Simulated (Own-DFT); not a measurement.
# What a defect does to the pressure of its cell: 2H SiC

Everything here is calculated. The program is Own-DFT (plane waves, in-house, since retired, never reviewed by a person); positions were held fixed, and spin and spin-orbit coupling were off.

All runs used: PBE; PseudoDojo norm-conserving scalar-relativistic files; cutoff 42 hartree; 4 x 4 x 3 k mesh centred on Gamma; Fermi-Dirac smearing of 0.1 eV.

Known weak points (not all hold for every row): some atoms lie very close together; not probed for a lower state with spin; forces on such cells moved up to 12 meV/angstrom on a denser k mesh; forces on such cells passed a denser k mesh, each cell not checked; stress not checked against mesh or cutoff.

All runs share one cell, with vectors in Å (9.248, 0.000, 0.000); (-4.624, 8.009, 0.000); (0.000, 0.000, 10.068) and a volume of 745.7 Å³. Atoms were moved at random from their sites; u is the rms move along one axis. The defect's site can differ from row to row.

| cell | formula | u (Å) | P (GPa) |
|---|---|---|---|
| no defect | C36Si36 | 0.0304 | 3.77 |
| no defect | C36Si36 | 0.0614 | 6.62 |
| no defect | C36Si36 | 0.0650 | 7.03 |
| two N on a C site each | C34N2Si36 | 0.0269 | 2.75 |
| two N on a C site each | C34N2Si36 | 0.0309 | 2.88 |
| two N on a C site each | C34N2Si36 | 0.0525 | 4.63 |
| one C on a Si site | C37Si35 | 0.0290 | 1.86 |
| one C on a Si site | C37Si35 | 0.0519 | 3.47 |
| one C on a Si site | C37Si35 | 0.0529 | 3.84 |
| one C vacancy | C35Si36 | 0.0304 | 3.71 |
| one C vacancy | C35Si36 | 0.0313 | 3.94 |
| one C vacancy | C35Si36 | 0.0321 | 3.65 |
| one C on a Si site and one Si on a C site | C36Si36 | 0.0296 | 7.57 |
| one C on a Si site and one Si on a C site | C36Si36 | 0.0307 | ? |
| one C on a Si site and one Si on a C site | C36Si36 | 0.0525 | 9.82 |
| one C on a Si site and one Si on a C site | C36Si36 | 0.0532 | 9.96 |

## Working it out

P = P0 + c u² + a shift for each defect gives P0 = 2.80 GPa, c = 1013 ± 43 GPa/Å² and a scatter of 0.16 GPa. The shifts, and each times the cell's volume:

- one C on a Si site and one Si on a C site: 4.14 ± 0.13 GPa, 19.3 eV
- one C vacancy: -0.03 ± 0.15 GPa, -0.1 eV (not resolved)
- two N on a C site each: -0.88 ± 0.14 GPa, -4.1 eV (-2.0 eV for each of its 2 sites)
- one C on a Si site: -1.88 ± 0.13 GPa, -8.7 eV

Positive is outwards. The product with the volume (160.2 GPa Å³ to the eV) is nearly free of the cell's size; divided by the bulk modulus at the cell's pressure it gives the volume that the defect adds. The atoms around the defects weren't relaxed, which would change these numbers.

## Test on the hidden row

Q: what pressure belongs in the blank (one C on a Si site and one Si on a C site, u = 0.0307 Å)?

From the fit: 7.89 ± 0.19 GPa. DFT gave 7.78 GPa.
